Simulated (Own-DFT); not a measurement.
## Calculated data, Si23GeO48 (quartz with substituted atoms, atoms displaced)

All values are calculated (Own-DFT development build). A calculation, not a measurement: plane-wave PBE and HSE06 DFT by an unreviewed code, no spin, of a simulated cell at Gamma alone, so results move with cell size and shape, stress positive in tension, energies less offsets, not probed for a lower state with spin; oxygen file: force components 24 meV/angstrom off all-electron in a glass; k mesh not checked against a denser one; forces and stress are PBE's, HSE06 gives the energy alone, and its difference from PBE has offsets of its own; offsets are fitted by least squares, one for each functional and potential file, so energies compare only between cells with the same atoms and settings and are not formation energies; the far tail of each file's local potential was reset to the Coulomb form; each entry is a single point on an unrelaxed cell, so the pressure reflects the starting lattice, mostly measured values (interpolated for alloys), from which strain is counted, and rises with the displacements; printed positions are rounded, which can move forces by about a meV/angstrom; the program, named Own-DFT, is a retired in-house code; no spin-orbit coupling.

```xyz
72
Lattice="9.8268 0.0000 0.0000 -4.9134 8.5103 0.0000 0.0000 0.0000 10.8104" Properties=species:S:1:pos:R:3:force_x:R:1:force_y:R:1:force_z:R:1 formula=Si23GeO48 first_functional=PBE second_functional=HSE06 exact_exchange_share=0.25 screening=0.11 exchange_divergence=Gygi-Baldereschi potential_files=PseudoDojo_norm-conserving,scalar-relativistic,made_for_PBE,standard_set wave_cutoff=48 occupations=fixed k_mesh=1_x_1_x_1_centred_on_Gamma PBE_energy_of_cell_above_offsets=-14.724 HSE06_less_PBE_above_offsets=-0.262 PBE_pressure=11.82 PBE_stress_xx=-10.91 PBE_stress_yy=-12.38 PBE_stress_zz=-12.17 PBE_stress_yz=-0.62 PBE_stress_xz=-3.49 PBE_stress_xy=2.18
Si    -2.5431     8.4934     0.0631     -4.734       0.35     -5.244
Si     8.6006     1.9504     3.6399      4.491     -0.706      1.422
Si     1.2843     2.3102     1.7915      -0.68     -2.613     -1.415
O      1.3935     1.0573     0.5986     -2.058      3.849      2.758
O      2.7524     2.4960     2.4277     -1.537      1.099     -1.887
O      3.2457     0.7087     4.2564     -1.278     -2.442      0.612
O     -1.0084     3.0993     4.7478     -2.376     -1.894     -0.598
O      0.2102     1.7154     2.8705      0.463       0.01       0.38
O      0.7949     3.6576     1.1070      0.481     -0.412      0.779
Si    -2.6594     8.4391     5.3584      3.524      6.354      2.206
Si     8.6356     1.9344     8.8902      2.643      3.326      3.093
Si     1.2870     2.2556     7.2068     -0.085      0.405     -1.485
O      1.3460     1.1793     6.0067      0.307     -1.612     -0.779
O      2.7416     2.4739     7.8408      0.233       0.53     -0.271
O      3.2250     0.5500     9.7090      2.545      2.678     -3.363
O     -1.1082     3.1713    10.1270     -2.427     -4.931     -3.401
O      0.3215     1.7334     8.3571     -1.155     -0.613      0.857
O      0.6664     3.6085     6.5452      0.905     -0.044      1.009
Si    -0.2351     4.2134    10.7998      6.116     -0.476     -2.613
Si    -3.6387     6.3233     3.6020      3.431     -2.996     -0.118
Si    -1.1174     6.5524     1.8017      0.191     -1.883     -1.116
O     -1.0917     5.2451     0.6152     -3.919      7.618      5.229
O      0.4113     6.7971     2.4583     -3.884       0.98     -3.274
O      0.7565     4.8840     4.2183     -1.624      -2.03      1.742
O     -3.4558     7.3175     4.7602      -2.22     -0.619      1.033
O     -2.1740     6.0791     2.9224      1.027     -0.019      0.064
O     -1.7112     7.9318     1.1367      5.296     -3.959      5.839
Si    -0.2528     4.2579     5.4049      3.055       2.03      0.293
Si    -3.6353     6.3650     9.0060      3.085     -3.532     -0.931
Si    -1.1890     6.5099     7.1424     -0.532      3.807      6.537
O     -1.0302     5.4749     6.1121      -0.15     -5.392     -6.094
O      0.2649     6.7003     7.8032     -0.857      1.898     -2.773
O      0.7953     4.8918     9.6933     -0.802     -2.286      0.926
O     -3.5033     7.3249    10.1919      0.404      2.834      2.535
O     -2.0705     5.9654     8.4080     -2.158      0.998     -0.219
O     -1.6901     7.9128     6.5666     -0.599      0.693     -0.632
Si     2.2641     8.4766    10.7824     -0.182      2.108      0.305
Si     3.7611     2.0012     3.4840     -2.177      0.757      5.252
Si     6.2951     2.1635     1.8708     -1.701      5.248     -0.004
O      6.2570     1.1542     0.6838      0.909     -2.664     -1.606
O      7.7380     2.5697     2.5533     -4.403      0.829      -3.65
O      8.1177     0.5394     4.1965      0.773      0.454     -0.431
O      3.8506     3.0522     4.7897      0.071      0.805     -0.334
O      5.1768     1.8105     2.9989      4.949     -1.061     -1.997
O      5.6746     3.6417     1.1628      1.272     -2.057      1.304
Si     2.2998     8.4974     5.3939     -0.619      2.049      1.289
Si     3.7737     1.9828     8.9581     -3.586     -1.266      3.607
Si     6.1778     2.2741     7.2313      0.725     -4.664      0.749
O      6.3138     1.1911     6.0350      0.117     -0.876     -0.478
O      7.6504     2.4240     7.7976     -0.023      0.944     -0.763
O      8.0927     0.6882     9.6521     -0.875     -2.592      1.061
O      3.8421     3.0574    10.1943     -0.477      -0.22     -0.833
O      5.1647     1.7156     8.3802      3.339     -0.595      -1.37
O      5.6951     3.5472     6.6211     -2.706      6.078     -3.091
Si     4.7406     4.2347    10.7993      1.514      2.284     -0.012
Si     1.2933     6.1934     3.5820       1.19      2.248      2.722
Si     3.7163     6.6661     1.7791      3.781     -8.771      4.299
O      3.8050     5.4410     0.6498      0.193      0.446      0.276
O      5.2731     6.7987     2.5330     -6.306      2.726     -5.664
O      5.6857     4.9544     4.1336     -2.172     -3.878      3.956
O      1.4200     7.4266     4.7390     -2.253     -3.307     -1.525
O      2.7264     5.9738     3.0028      3.349      0.787     -2.212
O      3.2373     7.9082     1.1451     -2.122      5.376     -2.528
Si     4.7056     4.2548     5.4486      2.623     -1.318     -2.708
Ge     1.3286     6.3381     8.9987     -2.347      -6.84     -3.798
Si     3.6743     6.5161     7.2007      2.638      0.089      0.788
O      3.7840     5.3826     6.0457      -0.71      0.897      0.579
O      5.1857     6.7598     7.8789     -2.037       0.89     -2.561
O      5.7537     4.9694     9.6566     -1.914     -2.458      1.261
O      1.3112     7.3644    10.1482      0.257      7.475      7.762
O      2.8313     5.9768     8.4485      3.291     -0.555     -1.605
O      3.2288     7.9212     6.5629      0.498     -0.364      0.858
```

Units: screening in 1/bohr; wave_cutoff in hartree; PBE_energy_of_cell_above_offsets, HSE06_less_PBE_above_offsets in eV; PBE_pressure, PBE_stress_xx, PBE_stress_yy, PBE_stress_zz, PBE_stress_yz, PBE_stress_xz, PBE_stress_xy in GPa; force_x, force_y, force_z in eV/Å.
